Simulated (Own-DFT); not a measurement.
Simulation results for Al3GaN4 (wurtzite random alloy, strained, atoms displaced)

All values are calculated (Own-DFT development build). A calculation, not a measurement: plane-wave PBE density functional theory by an unreviewed code, no spin, of a simulated periodic cell, stress positive in tension, free energy of the whole cell less one offset for each atom, forces on such cells passed a denser k mesh, this cell's mesh not checked; offsets are fitted by least squares, one for each functional and potential file, so energies compare only between cells with the same atoms and settings and are not formation energies; the far tail of each file's local potential was reset to the Coulomb form; each entry is a single point on an unrelaxed cell, so the pressure reflects the starting lattice, mostly measured values, from which strain is counted, and rises with the displacements; printed positions are rounded, which can move forces by about a meV/angstrom; the program is a retired in-house code; no spin-orbit coupling.

Common to all runs: functional PBE; potential files PseudoDojo norm-conserving, scalar-relativistic, standard set; wave cutoff 42 hartree; occupations Fermi-Dirac; smearing width 0.1 eV; k mesh 4 x 4 x 3 centred on Gamma.

```json
{"entry": 1, "formula": "Al3GaN4", "kind": "wurtzite random alloy, strained, atoms displaced", "structure": {"cell_angstrom": [[9.2763, 0.0, 0.0], [-4.6382, 8.0335, 0.0], [0.0, 0.0, 10.0655]], "atoms_fractional": [["Al", 0.11048, 0.21791, 0.99062], ["Al", 0.22907, 0.1196, 0.25168], ["N", 0.1155, 0.23377, 0.18737], ["N", 0.22876, 0.11248, 0.43889], ["Al", 0.11615, 0.22683, 0.49373], ["Al", 0.22322, 0.10278, 0.7578], ["N", 0.12363, 0.22757, 0.69022], ["N", 0.23423, 0.11344, 0.94462], ["Ga", 0.10308, 0.55264, 0.00265], ["Al", 0.22564, 0.44795, 0.26184], ["N", 0.11146, 0.56495, 0.18634], ["N", 0.21468, 0.44131, 0.44161], ["Ga", 0.11032, 0.5533, 0.50542], ["Ga", 0.22363, 0.45161, 0.75722], ["N", 0.10272, 0.5426, 0.68802], ["N", 0.22055, 0.45321, 0.94555], ["Al", 0.10482, 0.8863, 0.00431], ["Ga", 0.23053, 0.78437, 0.24977], ["N", 0.10585, 0.88326, 0.19484], ["N", 0.23044, 0.78402, 0.44544], ["Al", 0.10032, 0.88162, 0.50055], ["Al", 0.21537, 0.78277, 0.74612], ["N", 0.10937, 0.88772, 0.68358], ["N", 0.22896, 0.782, 0.93911], ["Al", 0.44501, 0.22187, 0.0063], ["Ga", 0.55414, 0.10611, 0.25447], ["N", 0.44877, 0.22635, 0.18425], ["N", 0.55406, 0.10466, 0.44511], ["Al", 0.44418, 0.21591, 0.49917], ["Al", 0.55531, 0.11666, 0.74666], ["N", 0.44645, 0.22923, 0.68495], ["N", 0.55524, 0.11344, 0.93791], ["Al", 0.44222, 0.55158, 0.00624], ["Al", 0.55749, 0.45695, 0.25225], ["N", 0.43516, 0.55788, 0.19445], ["N", 0.54529, 0.44178, 0.43596], ["Al", 0.45121, 0.55531, 0.5095], ["Al", 0.54655, 0.43695, 0.74815], ["N", 0.44846, 0.55698, 0.69001], ["N", 0.56101, 0.44704, 0.94908], ["Al", 0.44138, 0.88536, 0.00053], ["Al", 0.55692, 0.77417, 0.24987], ["N", 0.44057, 0.87843, 0.19003], ["N", 0.56023, 0.78074, 0.43939], ["Ga", 0.44583, 0.88303, 0.50332], ["Ga", 0.56252, 0.77781, 0.74441], ["N", 0.44151, 0.89177, 0.69042], ["N", 0.54815, 0.77422, 0.94323], ["Al", 0.78375, 0.22289, 0.00035], ["Al", 0.88029, 0.10743, 0.24628], ["N", 0.77107, 0.22435, 0.19363], ["N", 0.8865, 0.12135, 0.43945], ["Al", 0.76984, 0.22182, 0.50207], ["Al", 0.88854, 0.1195, 0.75368], ["N", 0.78191, 0.22786, 0.69355], ["N", 0.89474, 0.1189, 0.93057], ["Al", 0.77732, 0.54863, 0.996], ["Ga", 0.88858, 0.44731, 0.25627], ["N", 0.77739, 0.55495, 0.1899], ["N", 0.88147, 0.44324, 0.4433], ["Al", 0.76664, 0.55001, 0.49216], ["Al", 0.89384, 0.44436, 0.75023], ["N", 0.78638, 0.56729, 0.68778], ["N", 0.8885, 0.43624, 0.93415], ["Al", 0.78143, 0.88115, 9e-05], ["Al", 0.88473, 0.76182, 0.24711], ["N", 0.77178, 0.88575, 0.19804], ["N", 0.88378, 0.77029, 0.44476], ["Ga", 0.77675, 0.88909, 0.49542], ["Al", 0.88793, 0.78002, 0.75366], ["N", 0.78161, 0.88969, 0.69582], ["N", 0.88964, 0.77524, 0.94912]]}, "results": {"free_energy_of_cell_above_offsets [eV]": "-17.013", "pressure [GPa]": 11.59, "stress_xx [GPa]": -14.02, "stress_yy [GPa]": -12.09, "stress_zz [GPa]": -8.67, "stress_yz [GPa]": -0.9, "stress_xz [GPa]": 0.13, "stress_xy [GPa]": -0.78, "force_element": ["Al", "Al", "N", "N", "Al", "Al", "N", "N", "Ga", "Al", "N", "N", "Ga", "Ga", "N", "N", "Al", "Ga", "N", "N", "Al", "Al", "N", "N", "Al", "Ga", "N", "N", "Al", "Al", "N", "N", "Al", "Al", "N", "N", "Al", "Al", "N", "N", "Al", "Al", "N", "N", "Ga", "Ga", "N", "N", "Al", "Al", "N", "N", "Al", "Al", "N", "N", "Al", "Ga", "N", "N", "Al", "Al", "N", "N", "Al", "Al", "N", "N", "Ga", "Al", "N", "N"], "force_x [eV/angstrom]": [0.359, -0.663, -0.202, -1.147, -0.357, -0.504, -0.756, -2.005, 0.369, -1.739, 0.856, 2.231, -0.9, 0.827, -0.289, 2.295, 2.205, -1.443, -0.809, -2.282, 1.311, 1.866, -0.838, -2.217, 1.467, -0.898, -0.81, -0.5, -0.481, 0.536, 0.133, 0.573, -0.51, -0.076, 1.739, 1.034, -1.767, 1.529, 0.176, -1.389, 0.461, -1.216, 1.937, -0.347, -0.101, -1.77, -0.094, 1.834, -1.448, 0.988, 2.028, 1.087, 1.184, 1.502, -0.955, 0.163, 0.603, 0.908, -1.276, -0.359, 0.642, -1.862, -0.679, -1.63, -2.634, -0.492, 1.666, 0.414, 0.908, 0.543, 0.775, 0.299], "force_y [eV/angstrom]": [1.614, -0.797, -1.572, -0.7, -1.4, 1.317, -1.558, -1.081, 1.393, -0.067, -1.746, 0.945, 0.632, -0.8, 2.832, -1.935, 0.408, -0.943, 1.78, -1.017, 1.009, -1.354, 0.491, 0.112, 0.462, -0.181, 0.462, 1.459, 0.448, -0.377, -1.663, -0.215, 0.627, -1.699, -0.235, -0.392, 0.239, 2.01, -0.79, -0.683, 1.016, 0.289, 1.574, -2.443, 0.423, 0.59, 0.036, 0.087, -0.747, 1.294, -0.487, -0.334, 0.391, -0.598, -0.774, -1.721, 0.075, -0.223, -0.837, -0.265, 0.344, 0.289, -2.055, 0.52, 1.081, 3.028, -0.08, -0.106, 1.394, -0.178, 1.803, -0.414], "force_z [eV/angstrom]": [1.422, -0.638, -0.023, -0.114, 1.448, -1.409, 0.029, -0.674, -0.092, -1.961, 2.0, 0.195, -1.0, -0.188, 1.288, -0.094, 0.535, 1.285, -0.776, -0.492, -0.851, 0.824, 1.369, -0.865, -0.987, -0.405, 2.161, -0.079, -0.051, 0.89, 0.376, 0.225, -0.324, -1.086, -0.311, 0.43, -1.583, 1.227, -0.095, -1.541, -0.196, 0.474, -0.936, -0.617, 0.448, 1.911, 0.975, 0.297, 0.211, 0.82, -1.751, -0.435, 0.515, -2.248, -1.013, 2.545, 0.702, -0.429, -1.099, 0.529, 1.929, -0.364, 0.312, 0.348, 0.456, 1.309, -1.65, -1.906, 1.068, -0.213, -0.52, -1.539]}}
{"entry": 2, "formula": "Al3GaN4", "kind": "wurtzite random alloy, strained, atoms displaced", "structure": {"cell_angstrom": [[9.2763, 0.0, 0.0], [-4.6382, 8.0335, 0.0], [0.0, 0.0, 10.0655]], "atoms_fractional": [["Ga", 0.1175, 0.23217, 0.00273], ["Ga", 0.2198, 0.10785, 0.24996], ["N", 0.11687, 0.22162, 0.19448], ["N", 0.22721, 0.11172, 0.43845], ["Al", 0.11864, 0.22544, 0.49531], ["Al", 0.22365, 0.10912, 0.74992], ["N", 0.12209, 0.22943, 0.6895], ["N", 0.23112, 0.11549, 0.94623], ["Al", 0.11672, 0.55422, 0.99557], ["Al", 0.21975, 0.4446, 0.24508], ["N", 0.11007, 0.55463, 0.18915], ["N", 0.23095, 0.45476, 0.43865], ["Al", 0.10982, 0.5607, 0.50477], ["Al", 0.21784, 0.44349, 0.74435], ["N", 0.11839, 0.55576, 0.6912], ["N", 0.22049, 0.44576, 0.94104], ["Al", 0.10928, 0.88451, 0.00065], ["Al", 0.21899, 0.77413, 0.24501], ["N", 0.10884, 0.87525, 0.18686], ["N", 0.21019, 0.77477, 0.43132], ["Al", 0.11612, 0.8926, 0.49755], ["Al", 0.22284, 0.77672, 0.75176], ["N", 0.09628, 0.88016, 0.68656], ["N", 0.22491, 0.78102, 0.94299], ["Al", 0.43615, 0.22442, 0.99019], ["Al", 0.56247, 0.11911, 0.25447], ["N", 0.44396, 0.2233, 0.19228], ["N", 0.54844, 0.09887, 0.44337], ["Ga", 0.44354, 0.22228, 0.5035], ["Al", 0.55148, 0.10369, 0.74524], ["N", 0.45037, 0.22017, 0.69051], ["N", 0.55745, 0.1162, 0.95123], ["Al", 0.45217, 0.55876, 0.00031], ["Al", 0.55338, 0.44428, 0.24937], ["N", 0.44694, 0.5522, 0.19664], ["N", 0.56131, 0.4562, 0.44325], ["Al", 0.43637, 0.54133, 0.49909], ["Al", 0.54616, 0.43751, 0.74828], ["N", 0.45396, 0.5615, 0.69542], ["N", 0.5458, 0.42599, 0.94136], ["Ga", 0.45522, 0.8886, 0.01272], ["Al", 0.54662, 0.76694, 0.24887], ["N", 0.45022, 0.89674, 0.18941], ["N", 0.55027, 0.78461, 0.44081], ["Ga", 0.43258, 0.88885, 0.50274], ["Al", 0.56781, 0.77751, 0.75858], ["N", 0.44139, 0.89021, 0.69074], ["N", 0.55268, 0.78261, 0.94564], ["Ga", 0.77108, 0.21768, 0.00034], ["Al", 0.88883, 0.10182, 0.24538], ["N", 0.7749, 0.21759, 0.18223], ["N", 0.88515, 0.10743, 0.44774], ["Al", 0.78069, 0.22497, 0.50182], ["Al", 0.87834, 0.10057, 0.74601], ["N", 0.76895, 0.22034, 0.70148], ["N", 0.88686, 0.11065, 0.94325], ["Al", 0.77824, 0.55678, 0.00901], ["Ga", 0.88261, 0.44044, 0.25409], ["N", 0.76463, 0.54991, 0.18665], ["N", 0.88467, 0.43034, 0.42716], ["Al", 0.77993, 0.56449, 0.50045], ["Al", 0.89986, 0.4615, 0.7497], ["N", 0.77227, 0.55432, 0.68448], ["N", 0.88352, 0.44909, 0.94348], ["Al", 0.78432, 0.8955, 0.00114], ["Ga", 0.89854, 0.78522, 0.24626], ["N", 0.78603, 0.89068, 0.19485], ["N", 0.88953, 0.78272, 0.43748], ["Ga", 0.78314, 0.89765, 0.49955], ["Al", 0.88202, 0.77497, 0.75419], ["N", 0.77407, 0.88565, 0.69649], ["N", 0.89253, 0.7786, 0.94532]]}, "results": {"free_energy_of_cell_above_offsets [eV]": "-15.009", "pressure [GPa]": 12.6, "stress_xx [GPa]": -14.02, "stress_yy [GPa]": -15.15, "stress_zz [GPa]": -8.62, "stress_yz [GPa]": 0.57, "stress_xz [GPa]": 0.23, "stress_xy [GPa]": 0.83, "force_element": ["Ga", "Ga", "N", "N", "Al", "Al", "N", "N", "Al", "Al", "N", "N", "Al", "Al", "N", "N", "Al", "Al", "N", "N", "Al", "Al", "N", "N", "Al", "Al", "N", "N", "Ga", "Al", "N", "N", "Al", "Al", "N", "N", "Al", "Al", "N", "N", "Ga", "Al", "N", "N", "Ga", "Al", "N", "N", "Ga", "Al", "N", "N", "Al", "Al", "N", "N", "Al", "Ga", "N", "N", "Al", "Al", "N", "N", "Al", "Ga", "N", "N", "Ga", "Al", "N", "N"], "force_x [eV/angstrom]": [-0.186, 1.756, -2.23, -1.584, -0.923, -0.174, -0.898, -2.769, -2.347, 0.282, 0.71, -1.975, 0.45, 2.189, -1.632, 1.43, 0.895, 1.418, 0.722, -0.036, -1.353, -0.256, 1.613, -0.12, 3.631, -0.781, 0.714, 0.885, 1.265, -0.109, -1.569, -2.332, -0.415, 0.261, -1.375, 0.692, 0.552, 1.418, -1.47, -0.12, -3.215, 0.446, -0.193, 1.117, 0.96, -3.083, 0.617, 3.963, 0.759, -1.051, 1.109, 0.994, -0.873, 0.664, 1.972, 1.102, -0.437, 0.176, 0.826, -0.353, 0.369, -1.38, 0.567, 1.715, -0.104, -0.942, -2.394, 1.457, -1.28, 0.492, 1.05, -1.285], "force_y [eV/angstrom]": [-1.902, -0.624, 0.554, -0.499, 0.073, -0.26, -1.635, -2.657, 0.731, 0.258, -0.052, -1.768, -0.788, 0.326, 0.723, 1.56, 0.945, 0.1, 1.923, -0.543, -0.564, 0.856, 0.912, -0.868, -2.08, -0.895, 0.287, 3.683, 0.797, 0.746, -0.43, -1.396, -1.003, -1.018, 0.008, -1.218, 3.85, 0.374, -0.924, 5.418, 1.898, 2.323, -1.256, -2.057, -1.892, -0.284, -1.411, -1.882, 1.75, 2.212, -0.506, 3.677, -1.515, 2.528, 1.292, -0.376, -0.79, 0.195, 0.729, 2.104, -0.594, -2.283, 0.329, 0.883, -0.738, -2.358, -0.805, -0.376, -3.213, -0.46, 0.201, -0.323], "force_z [eV/angstrom]": [-0.146, -0.358, 0.111, 0.848, 0.521, 0.396, -0.567, -2.075, 1.025, 1.018, -0.868, -0.219, -1.668, 1.465, -0.751, -1.278, -0.062, 0.232, -1.0, 0.692, 0.298, 0.711, 0.461, -0.941, 3.448, -0.523, -0.502, -1.16, -0.772, 2.358, 0.921, -2.89, 0.127, 0.983, -1.951, -1.019, 1.078, 0.751, -0.628, -1.319, -1.888, 1.494, 3.366, -0.574, -0.053, -0.609, 1.234, -1.173, -0.913, 1.09, 3.009, -1.821, 0.94, 1.158, -1.92, -1.512, -1.684, -3.844, 1.038, 5.464, -0.635, 1.188, 0.939, -1.209, 0.721, 1.096, -1.805, 0.639, 0.604, -0.026, -0.234, -0.832]}}
{"entry": 3, "formula": "Al3GaN4", "kind": "wurtzite random alloy, strained, atoms displaced", "structure": {"cell_angstrom": [[9.2763, 0.0, 0.0], [-4.6382, 8.0335, 0.0], [0.0, 0.0, 10.0655]], "atoms_fractional": [["Al", 0.1153, 0.22302, 0.00133], ["Al", 0.22499, 0.11228, 0.24371], ["N", 0.11818, 0.22588, 0.19222], ["N", 0.2195, 0.11665, 0.43836], ["Al", 0.10821, 0.22178, 0.49336], ["Al", 0.22138, 0.11255, 0.75469], ["N", 0.10365, 0.21504, 0.68464], ["N", 0.22788, 0.11187, 0.94343], ["Al", 0.10891, 0.55565, 0.00484], ["Al", 0.22685, 0.42905, 0.25309], ["N", 0.10768, 0.55607, 0.18519], ["N", 0.22645, 0.44782, 0.4344], ["Al", 0.12006, 0.56236, 0.49535], ["Al", 0.22422, 0.45546, 0.74262], ["N", 0.10939, 0.55631, 0.68466], ["N", 0.22401, 0.44825, 0.94491], ["Al", 0.11959, 0.88451, 0.99011], ["Ga", 0.2271, 0.7878, 0.25134], ["N", 0.10651, 0.88873, 0.18942], ["N", 0.22756, 0.77235, 0.43801], ["Ga", 0.10381, 0.88711, 0.49474], ["Al", 0.22435, 0.77612, 0.75206], ["N", 0.10903, 0.89129, 0.6901], ["N", 0.20637, 0.76604, 0.94404], ["Al", 0.43559, 0.2152, 0.99604], ["Al", 0.54526, 0.10645, 0.24583], ["N", 0.4434, 0.21505, 0.18941], ["N", 0.56101, 0.11374, 0.43627], ["Al", 0.45092, 0.22895, 0.4936], ["Al", 0.55017, 0.10624, 0.74222], ["N", 0.42725, 0.21491, 0.69069], ["N", 0.54618, 0.10998, 0.94325], ["Al", 0.44475, 0.55155, 0.99604], ["Ga", 0.54752, 0.43757, 0.24448], ["N", 0.43515, 0.55422, 0.19861], ["N", 0.55556, 0.44364, 0.44713], ["Al", 0.44412, 0.54728, 0.49875], ["Ga", 0.55005, 0.43301, 0.75793], ["N", 0.44362, 0.56256, 0.69763], ["N", 0.55968, 0.44848, 0.93522], ["Al", 0.44576, 0.88948, 0.00321], ["Al", 0.55292, 0.76843, 0.25438], ["N", 0.4428, 0.89142, 0.19332], ["N", 0.55855, 0.78155, 0.43997], ["Al", 0.44007, 0.87499, 0.50376], ["Al", 0.54824, 0.77925, 0.74346], ["N", 0.44308, 0.88003, 0.68548], ["N", 0.56319, 0.78252, 0.94128], ["Al", 0.77529, 0.22521, 0.00396], ["Al", 0.88101, 0.10866, 0.24246], ["N", 0.77383, 0.21622, 0.19017], ["N", 0.88293, 0.10185, 0.43538], ["Al", 0.77327, 0.21662, 0.49705], ["Al", 0.8902, 0.11338, 0.74723], ["N", 0.77359, 0.21906, 0.68065], ["N", 0.89669, 0.10465, 0.94152], ["Al", 0.7819, 0.5662, 0.00141], ["Ga", 0.8891, 0.44509, 0.24889], ["N", 0.77315, 0.54982, 0.1852], ["N", 0.90147, 0.45222, 0.43952], ["Ga", 0.77415, 0.55583, 0.50157], ["Ga", 0.88703, 0.43849, 0.74733], ["N", 0.77827, 0.55532, 0.68854], ["N", 0.89146, 0.4471, 0.9419], ["Al", 0.79106, 0.9045, 0.00481], ["Ga", 0.88618, 0.77238, 0.25211], ["N", 0.78517, 0.89958, 0.1988], ["N", 0.8868, 0.77233, 0.43907], ["Ga", 0.77515, 0.88511, 0.49573], ["Al", 0.89562, 0.78903, 0.75578], ["N", 0.77664, 0.89286, 0.69658], ["N", 0.87547, 0.76512, 0.9499]]}, "results": {"free_energy_of_cell_above_offsets [eV]": "-16.038", "pressure [GPa]": 12.39, "stress_xx [GPa]": -13.95, "stress_yy [GPa]": -15.84, "stress_zz [GPa]": -7.37, "stress_yz [GPa]": 0.11, "stress_xz [GPa]": -0.02, "stress_xy [GPa]": -0.73, "force_element": ["Al", "Al", "N", "N", "Al", "Al", "N", "N", "Al", "Al", "N", "N", "Al", "Al", "N", "N", "Al", "Ga", "N", "N", "Ga", "Al", "N", "N", "Al", "Al", "N", "N", "Al", "Al", "N", "N", "Al", "Ga", "N", "N", "Al", "Ga", "N", "N", "Al", "Al", "N", "N", "Al", "Al", "N", "N", "Al", "Al", "N", "N", "Al", "Al", "N", "N", "Al", "Ga", "N", "N", "Ga", "Ga", "N", "N", "Al", "Ga", "N", "N", "Ga", "Al", "N", "N"], "force_x [eV/angstrom]": [-0.261, -0.795, -0.835, 1.541, -0.709, -1.6, 0.633, -1.896, 0.418, -3.162, 1.867, 0.114, -0.501, 0.108, 0.853, -0.066, -3.669, -0.714, 0.606, -0.678, 1.736, -1.234, 1.099, 3.432, 1.701, 2.269, -1.14, -1.537, -0.682, -0.187, 2.589, 1.544, -0.395, 0.753, 1.556, -0.766, -0.929, 0.061, 0.324, -0.13, 0.161, -0.371, 2.1, -0.955, -0.261, 3.075, -2.057, -0.86, 0.398, 1.397, -1.037, 0.076, 1.232, -0.404, -0.194, -1.321, 0.399, 0.382, -0.823, -0.654, 1.847, -0.46, -0.559, -0.607, -0.742, -0.174, -1.208, -0.585, 0.718, -1.221, 0.095, 1.297], "force_y [eV/angstrom]": [0.682, -1.03, -2.097, 0.095, -0.077, -0.562, 1.718, -1.08, -1.25, 2.58, -0.191, -0.676, -1.594, -2.085, 0.95, -0.644, 0.735, -2.076, 1.176, 1.454, 0.798, -0.277, -0.163, 1.069, 2.225, 0.391, 0.102, -1.041, -2.314, 0.398, -0.256, -0.31, 1.507, 0.728, 0.362, -0.188, 1.444, 1.635, -1.088, -1.199, -0.895, 2.113, -0.411, -2.497, 2.103, -0.051, 1.532, -0.037, -0.241, 1.752, -0.113, 2.527, 1.176, -0.262, -1.254, 3.182, -4.211, -0.322, 0.206, -1.543, -0.635, 0.753, 1.02, -0.775, -3.773, 0.289, -2.829, 0.194, 0.486, -1.923, -0.67, 5.256], "force_z [eV/angstrom]": [0.091, 1.195, -1.281, -1.092, 0.687, -0.757, 0.439, -0.895, -0.159, -0.153, 0.931, 1.213, 0.352, 1.303, -0.201, -1.249, 2.334, -0.391, -1.303, 0.925, 0.855, -0.267, 1.168, -1.976, 1.008, 1.258, -1.308, 0.296, 1.115, 0.692, -1.284, -1.375, 0.434, 0.962, -2.191, -1.588, 1.051, -2.483, -2.014, 3.669, -0.053, -0.56, -1.292, -0.256, -1.363, 2.335, 0.554, 0.18, -0.692, 2.029, -0.767, -0.504, -0.892, 0.403, 1.143, -0.919, 0.236, 0.524, 0.001, 0.51, 0.48, 0.549, 1.255, 0.192, 0.635, -0.762, -1.863, -0.195, 1.688, 0.037, -0.475, -2.168]}}
```
